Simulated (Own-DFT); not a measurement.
Hf36O71 (tetragonal hafnia with one neutral oxygen vacancy, atoms displaced) (calculated)

Computed with Own-DFT development build. A calculation, not a measurement: plane-wave PBE and HSE06 DFT by an unreviewed code, no spin, of a simulated cell at Gamma alone, so results move with cell size and shape, stress positive in tension, energies less offsets, not probed for a lower state with spin; hafnium file: forces about 75 meV/angstrom off all-electron values; oxygen file: force components 24 meV/angstrom off all-electron in a glass; k mesh not checked against a denser one; forces and stress are PBE's, HSE06 gives the energy alone, and its difference from PBE has offsets of its own; offsets are fitted by least squares, one for each functional and potential file, so energies compare only between cells with the same atoms and settings and are not formation energies; the far tail of each file's local potential was reset to the Coulomb form; each entry is a single point on an unrelaxed cell, so the pressure reflects the starting lattice, taken from the Materials Project, from which strain is counted, and rises with the displacements; printed positions are rounded, which can move forces by about a meV/angstrom; the program is a retired in-house code; no spin-orbit coupling.

Settings shared by all entries: first functional PBE; second functional HSE06; exact exchange share 0.25; screening 0.11 1/bohr; exchange divergence Gygi-Baldereschi; potential files PseudoDojo norm-conserving, scalar-relativistic, made for PBE, standard set; wave cutoff 48 hartree; occupations fixed; k mesh 1 x 1 x 1 centred on Gamma.

(1) 
```xyz
107
Lattice="10.7800 0.0000 0.0000 0.0000 10.7800 0.0000 0.0000 0.0000 10.4493" Properties=species:S:1:pos:R:3:force_x:R:1:force_y:R:1:force_z:R:1 formula=Hf36O71 PBE_energy_of_cell_above_offsets=-86.106 HSE06_less_PBE_above_offsets=0.668 PBE_pressure=5.46 PBE_stress_xx=-5.38 PBE_stress_yy=-6.02 PBE_stress_zz=-5 PBE_stress_yz=-0.58 PBE_stress_xz=-1.29 PBE_stress_xy=-0.07
Hf    10.7604     0.0498     0.1555     -0.042       -2.2     -1.913
Hf     1.8406     1.9039     2.5884      0.038     -1.405       1.33
O      0.0028     1.8512     1.5065      1.541     -1.038      0.746
O      1.8223    10.6967     3.6338      -1.17      1.378      -1.12
O     10.6186     1.8099     4.1572      1.436      0.285     -0.096
O      1.8582    10.6429     0.9619     -0.575       0.73      1.445
Hf     0.0919     0.1023     5.2475     -3.198     -0.642     -1.572
Hf     1.6380     1.8803     7.9165      1.895     -1.329     -0.562
O      0.0834     1.6543     6.7494      -1.51      0.461      1.293
O      1.9091    10.7020     8.8636     -0.641      1.273     -0.726
O     10.7479     1.8633     9.4627      0.759     -1.758     -1.337
O      1.7357    10.7378     6.1709      3.045     -0.632      1.374
Hf     0.0711     3.5001     0.0911     -2.337      2.943     -1.504
Hf     1.5762     5.4002     2.5329      2.678      1.034      1.342
O      0.0642     5.3947     1.2964      0.224     -1.384      5.155
O      1.7213     3.5488     3.7274      0.254      0.943     -1.821
O     10.7577     5.3238     4.2157      0.584      4.241     -3.097
O      1.8073     3.4304     1.0122      0.512      0.588      1.536
Hf     0.0207     3.7804     5.1967     -2.353     -4.824      2.346
Hf     1.9393     5.4869     7.9415     -2.053      -0.06     -1.441
O     10.7088     5.4015     6.8867     -0.049     -0.112       0.29
O      1.8798     3.6531     8.7684      -0.98     -0.538      1.601
O     10.7581     5.5028     9.6412      0.146     -6.314     -5.115
O      1.6622     3.6789     6.2349      2.364     -0.669      0.544
Hf     0.0572     7.1068     0.0000     -1.731      4.933      0.809
Hf     1.8748     9.0097     2.5154     -2.904     -0.393      2.542
O      0.0249     8.8885     1.6383      0.672      0.744       0.93
O      1.8857     7.1815     3.7945     -1.832      0.359     -2.862
O      1.8382     7.0895     0.9210     -0.735      0.441      2.913
Hf    10.6379     7.1856     5.1542      1.625      0.614       0.63
Hf     1.7151     8.9856     7.7682       0.91     -0.285      1.257
O     10.7535     9.0494     6.8127      0.865     -0.557     -1.141
O      1.7183     7.2038     8.9404      0.991       1.01     -0.963
O     10.7527     9.0119     9.4537     -0.178      0.638     -0.433
O      1.8171     7.1570     6.2871     -2.135      0.397      0.197
Hf     3.5866     0.0193     0.0131     -0.053     -0.747      -3.79
Hf     5.3466     1.6536     2.6748      3.638      3.303      1.404
O      3.6847     1.9209     1.5556     -2.337     -1.585      0.278
O      5.4664     0.0145     3.7827     -1.266     -0.515     -1.175
O      3.5079     1.7621     4.1107      0.412      0.719      0.591
O      5.3077    10.7087     1.0153      0.896      0.609      1.193
Hf     3.6370     0.1054     5.3172     -0.787     -1.205     -0.935
Hf     5.3505     1.7344     7.7977      1.152      0.493     -1.093
O      3.4786     1.8002     6.8694      0.229        0.2     -1.215
O      5.3747     0.0297     8.8120      0.407      -0.13      0.914
O      3.5482     1.7982     9.3728      0.253     -0.121      1.122
O      5.3676     0.0552     6.3195     -0.841     -0.822      0.022
Hf     3.5772     3.4783     0.0626      2.142      1.199     -1.403
Hf     5.2324     5.3901     2.5793      2.245     -0.301      1.065
O      3.5963     5.4802     1.4191     -1.986      -1.85      1.988
O      5.5444     3.5567     3.5877     -2.324      0.268     -0.026
O      3.5234     5.5047     4.1929       0.88     -3.517     -0.787
O      5.3416     3.5143     1.0598      1.113      0.687      -1.48
Hf     3.5889     3.5871     5.3016      0.103      1.174     -0.282
Hf     5.4618     5.3656     7.9641     -1.512      -0.01     -1.551
O      3.4905     5.4109     6.7325      2.602     -0.143       0.64
O      5.3634     3.6680     8.8092      0.262     -2.398      1.123
O      3.5462     5.3381     9.4722      0.056      0.519     -1.124
O      5.3796     3.6085     6.2514     -1.312     -0.302      0.072
Hf     3.5639     7.0990     0.0711       2.42       0.72     -1.381
Hf     5.1391     9.0332     2.5267      6.852      -1.93      3.485
O      3.5755     8.8630     1.5696     -1.821      0.094     -2.088
O      5.4472     7.1449     3.6288     -0.849      0.901       1.45
O      3.6017     9.0765     4.2216      0.629     -0.474     -0.966
O      5.3927     7.1041     1.3189      0.043      1.242     -3.746
Hf     3.5129     7.1863     5.1937      0.234      0.914      0.017
Hf     5.2928     8.8311     7.6755      1.034      2.247      2.391
O      3.5455     8.8622     6.7101     -0.065       0.91      0.916
O      5.3406     7.1704     8.8727      0.795      -0.33      0.493
O      3.7280     8.9601     9.4589     -0.187      0.102      0.131
O      5.4782     7.2970     6.2970     -2.769     -0.646      0.843
Hf     7.1329     0.1767    10.4338      0.751     -3.807      1.233
Hf     9.0824     1.7815     2.6595     -2.854      0.929      2.096
O      7.3163     1.8437     1.5368     -1.896     -1.364     -0.563
O      8.9183    10.7261     3.6712      0.666      1.014     -0.044
O      7.1891     1.9128     4.2233     -0.172      -2.33     -0.306
O      9.0527    10.6810     1.0554     -0.599      1.012       0.08
Hf     7.1997    10.5885     5.2898      0.387      3.527     -0.581
Hf     8.9993     1.7444     7.9716     -1.152      1.044     -4.382
O      7.1908     1.6422     6.6948     -0.422      0.978      3.259
O      9.0220     0.0294     8.8952      0.159      0.066      0.786
O      7.2450     1.8357     9.3788     -0.416       0.09     -0.982
O      8.9644     0.0322     6.2148      1.886     -0.649      1.235
Hf     7.2550     3.5348    10.4140     -0.583      0.759      2.774
Hf     8.9057     5.4123     2.5377       0.26     -4.522     -1.291
O      7.2453     5.3857     1.6876     -2.898     -0.751     -1.645
O      8.8313     3.5885     3.6821       1.57      0.672     -1.552
O      7.2124     5.4172     4.1990      0.219      0.773      0.616
O      9.0461     3.4938     0.9788       0.04      0.503      0.089
Hf     7.2539     3.7281     5.2959     -1.027     -3.534     -3.212
Hf     8.9378     5.4097     7.9252      1.564     -1.537     -1.705
O      7.1035     5.3027     6.7270      1.092      1.499      2.205
O      8.9773     3.5805     8.8709     -0.212      0.683      0.092
O      7.1352     5.3668     9.5747     -0.116       0.46     -1.992
O      8.9584     3.4662     6.1703      2.041      0.513       1.82
Hf     7.2362     7.2434    10.3680      0.808      1.954      3.313
Hf     8.9894     9.0071     2.7408     -1.283     -0.644     -2.225
O      7.2736     9.0039     1.5031     -1.288     -0.232      0.716
O      9.0050     7.0347     3.3121      1.329      4.912      5.241
O      7.1369     9.0103     4.1664       0.73     -2.808      0.044
O      9.0702     7.0530     1.0290     -1.549      0.424     -2.158
Hf     7.0737     7.0745     5.3226       1.95      1.492     -3.475
Hf     9.1050     9.0905     7.8340     -2.167     -0.794      0.884
O      7.2890     8.9870     6.7961     -1.273      0.075      0.562
O      9.0930     7.0530     8.8723      -1.54      2.906     -0.111
O      7.2425     9.0858     9.4367      0.046     -0.963     -0.351
O      8.9724     7.2256     6.1986     -0.448     -0.506     -0.151
```

Units: PBE_energy_of_cell_above_offsets, HSE06_less_PBE_above_offsets in eV; PBE_pressure, PBE_stress_xx, PBE_stress_yy, PBE_stress_zz, PBE_stress_yz, PBE_stress_xz, PBE_stress_xy in GPa; force_x, force_y, force_z in eV/Å.

(2) 
```xyz
107
Lattice="10.7800 0.0000 0.0000 0.0000 10.7800 0.0000 0.0000 0.0000 10.4493" Properties=species:S:1:pos:R:3 formula=Hf36O71
Hf    10.7682    10.7752    10.3984
Hf     1.8102     1.6923     2.5312
O      0.0395     1.8322     1.5516
O      1.7632     0.0906     3.6082
O      0.0058     1.8744     4.2102
O      1.8294    10.7365     0.9460
Hf     0.0350    10.7639     5.1971
Hf     1.7755     1.7745     7.8767
O      0.0884     1.8399     6.8651
O      1.7902     0.0294     8.8768
O     10.7377     1.8226     9.4385
O      1.8128     0.0378     6.2739
Hf    10.7092     3.5241    10.4366
Hf     1.8164     5.3863     2.6323
O      0.1247     5.4238     1.7092
O      1.7939     3.5792     3.6626
O      0.0061     5.3687     4.1214
O      1.7280     3.5630     1.0922
Hf    10.7484     3.6320     5.1925
Hf     1.7816     5.3682     7.9035
O     10.7566     5.3955     6.8571
O      1.8401     3.5850     8.8867
O      0.0029     5.4503     9.4182
O      1.7592     3.5369     6.1891
Hf    10.7402     7.1739     0.0220
Hf     1.7398     9.0250     2.6056
O      0.0716     9.0894     1.6549
O      1.7312     7.1940     3.5317
O      0.0072     8.9936     4.2527
O      1.7552     7.0920     1.0650
Hf     0.0313     7.1687     5.2125
Hf     1.8340     8.9593     7.7717
O     10.7076     8.9641     6.7646
O      1.8087     7.1446     8.7965
O      0.0572     8.9655     9.3672
O      1.7087     7.2629     6.1587
Hf     3.4902     0.0263     0.0009
Hf     5.3496     1.8013     2.5994
O      3.5726     1.7259     1.7007
O      5.3870     0.0058     3.5861
O      3.5725     1.7997     4.1516
O      5.3304     0.0643     1.0441
Hf     3.5476    10.7787     5.0921
Hf     5.3720     1.7795     7.8554
O      3.6171     1.8093     6.8100
O      5.4358     0.0545     8.7545
O      3.4840     1.7947     9.5299
O      5.5107     0.0156     6.3027
Hf     3.6217     3.6202    10.4273
Hf     5.3457     5.3070     2.6490
O      3.5544     5.3902     1.4725
O      5.3039     3.6208     3.5730
O      3.5978     5.2782     4.1973
O      5.3488     3.6070     1.0309
Hf     3.5612     3.5428     5.2930
Hf     5.3982     5.3195     7.8180
O      3.6269     5.5057     6.8616
O      5.3956     3.5945     8.8445
O      3.5063     5.3552     9.4745
O      5.4162     3.5677     6.1864
Hf     3.5789     7.2482     0.0024
Hf     5.4921     8.9886     2.7098
O      3.5435     8.9354     1.5818
O      5.3913     7.2395     3.5791
O      3.5747     8.9934     4.2424
O      5.4765     7.1238     1.0550
Hf     3.5381     7.1890     5.2051
Hf     5.3830     9.0739     7.8266
O      3.5166     8.9910     6.7766
O      5.4126     7.1374     8.8138
O      3.4994     8.9087     9.3240
O      5.3749     7.2657     6.1442
Hf     7.1608    10.7527    10.4156
Hf     8.9201     1.7537     2.6591
O      7.1508     1.7550     1.6800
O      8.9548    10.7637     3.6317
O      7.2147     1.8100     4.1642
O      8.8862    10.7374     1.0256
Hf     7.2294     0.0604     5.1923
Hf     8.9189     1.8274     7.7782
O      7.2567     1.8189     6.8243
O      9.0165    10.7595     8.9213
O      7.2690     1.8462     9.3892
O      9.0127    10.7161     6.2856
Hf     7.1513     3.5540     0.0427
Hf     9.0425     5.4234     2.6876
O      7.2460     5.2933     1.5760
O      9.0113     3.6331     3.5993
O      7.2005     5.3650     4.1904
O      8.9209     3.4993     0.9750
Hf     7.2346     3.6243     5.2053
Hf     8.9805     5.4158     7.7852
O      8.9421     3.5277     8.8404
O      7.2360     5.4325     9.4374
O      8.9839     3.5681     6.3027
Hf     7.2289     7.2308     0.0560
Hf     9.0263     8.8931     2.5838
O      7.2099     8.9456     1.5895
O      8.9065     7.1098     3.6650
O      7.1457     9.0038     4.2072
O      8.9113     7.1770     0.9950
Hf     7.1593     7.2416     5.2706
Hf     8.9865     9.0021     7.8733
O      7.1766     9.0508     6.8622
O      9.0121     7.2158     8.7933
O      7.1738     9.1127     9.4345
O      8.9958     7.2947     6.2784
```

Question: What PBE pressure does the calculation give for Hf36O71 (tetragonal hafnia with one neutral oxygen vacancy, atoms displaced) (entry 2)?
Answer: 2.84 GPa

Question: Estimate the PBE stress yy of Hf36O71 (tetragonal hafnia with one neutral oxygen vacancy, atoms displaced) (entry 2).
Answer: -3.09 GPa

Question: What PBE stress zz does the calculation give for Hf36O71 (tetragonal hafnia with one neutral oxygen vacancy, atoms displaced) (entry 2)?
Answer: -3.4 GPa

Question: Give the table of force values for Hf36O71 (tetragonal hafnia with one neutral oxygen vacancy, atoms displaced) (entry 2).
Answer: 
Force:
```tsv
element	x (eV/Å)	y (eV/Å)	z (eV/Å)
Hf	-1.211	0.471	-0.306
Hf	-1.192	4.694	0.448
O	-1.447	-1.218	0.143
O	0.066	-2.806	1.213
O	-0.781	-1.629	0.185
O	-1.714	0.264	1.457
Hf	-0.726	1.165	1.455
Hf	0.31	0.729	-0.558
O	-1.869	-0.389	-0.395
O	-0.122	-0.897	-0.105
O	0.609	-1.036	-0.187
O	-0.04	-0.399	-0.933
Hf	0.779	0.731	0.872
Hf	1.457	-1.795	-0.435
O	-3.832	0.195	-1.809
O	0.088	-0.42	-0.312
O	-0.239	0.846	1.617
O	1.036	-0.072	-1.366
Hf	1.168	-0.791	-0.127
Hf	0.324	-0.517	0.017
O	0.581	0.08	-0.932
O	-0.511	-0.033	-0.449
O	-0.232	-0.95	0.639
O	0.566	0.891	1.009
Hf	1.422	-0.584	-0.924
Hf	2.564	-1.207	0.337
O	-2.407	-0.431	-1.288
O	0.423	0.754	1.533
O	-0.045	-0.434	-1.232
O	0.022	1.402	-1.544
Hf	-1.701	0.135	0.033
Hf	-1.771	0.17	0.793
O	1.595	0.431	0.492
O	-0.025	0.724	0.179
O	-0.186	-0.064	1.31
O	1.765	-0.277	0.711
Hf	2.14	-1.125	-0.294
Hf	0.115	-0.081	0.116
O	0.366	-0.044	-1.819
O	-0.172	0.353	1.283
O	0.414	-0.29	0.924
O	0.399	-0.532	-1.176
Hf	0.86	0.897	2.064
Hf	0.863	0.833	-1.55
O	-0.133	0.039	0.472
O	-0.667	-0.476	1.915
O	0.953	-0.08	-0.826
O	-1.845	0.091	-1.322
Hf	-2.157	0.898	1.185
Hf	0.301	2.035	-1.877
O	0.935	-0.118	1.556
O	0.699	-1.724	0.957
O	0.044	2.281	0.374
O	0.329	-0.522	0.071
Hf	-0.65	-0.308	-1.416
Hf	0.937	1.515	0.292
O	-0.989	-0.406	-0.488
O	-0.417	-0.445	0.398
O	0.385	0.819	-0.851
O	0.326	0.571	0.532
Hf	0.433	-1.566	0.886
Hf	-1.019	-0.278	-2.086
O	0.574	-0.028	0.169
O	-0.356	-1.589	0.935
O	-0.311	-0.142	-0.82
O	-1.031	0.512	-0.826
Hf	0.848	-0.836	-0.045
Hf	0.016	-1.815	-0.778
O	1.802	0.011	-0.397
O	-0.232	0.848	-0.25
O	0.643	1.832	0.539
O	-0.293	-0.186	0.428
Hf	-0.074	2.253	1.119
Hf	1.05	0.856	-1.048
O	0.039	0.436	-0.956
O	0.427	-0.8	0.026
O	0.034	0.371	0.508
O	1.618	-0.006	0.176
Hf	0.243	-0.737	1.159
Hf	2.174	-0.626	1.49
O	-2.243	-0.206	-1.096
O	0.239	0.634	-0.319
O	-0.928	-1.391	0.536
O	-0.097	0.937	-0.964
Hf	0.742	1.579	-0.541
Hf	-0.527	-1.644	-1.745
O	-0.399	0.246	0.836
O	-0.339	-0.819	0.672
O	-0.445	0.602	0.972
O	1.151	-0.029	0.418
Hf	-0.276	0.082	0.264
Hf	-1.116	-0.425	1.224
O	0.618	1.961	-0.192
O	-0.004	-0.763	-0.299
O	-0.222	0.642	-0.867
Hf	-2.876	-1.014	-1.878
Hf	-1.013	1.418	0.583
O	0.121	0.161	0.33
O	0.509	2.163	-0.003
O	0.268	0.259	-0.128
O	3.004	0.469	1.495
Hf	0.504	-0.628	-0.135
Hf	0.248	0.339	-1.014
O	0.051	-0.76	-0.23
O	-0.247	-0.251	1.041
O	-0.356	-2.698	-0.442
O	-0.711	-1.29	-0.805
```

Further results for Hf36O71 (tetragonal hafnia with one neutral oxygen vacancy, atoms displaced) (entry 2):

| Property | Result |
| --- | --- |
| PBE energy of cell above offsets | -96.443 eV |
| HSE06 less PBE above offsets | 0.073 eV |
| PBE stress xx | -2.02 GPa |
| PBE stress yz | 0.62 GPa |
| PBE stress xz | -0.39 GPa |
| PBE stress xy | -0.09 GPa |
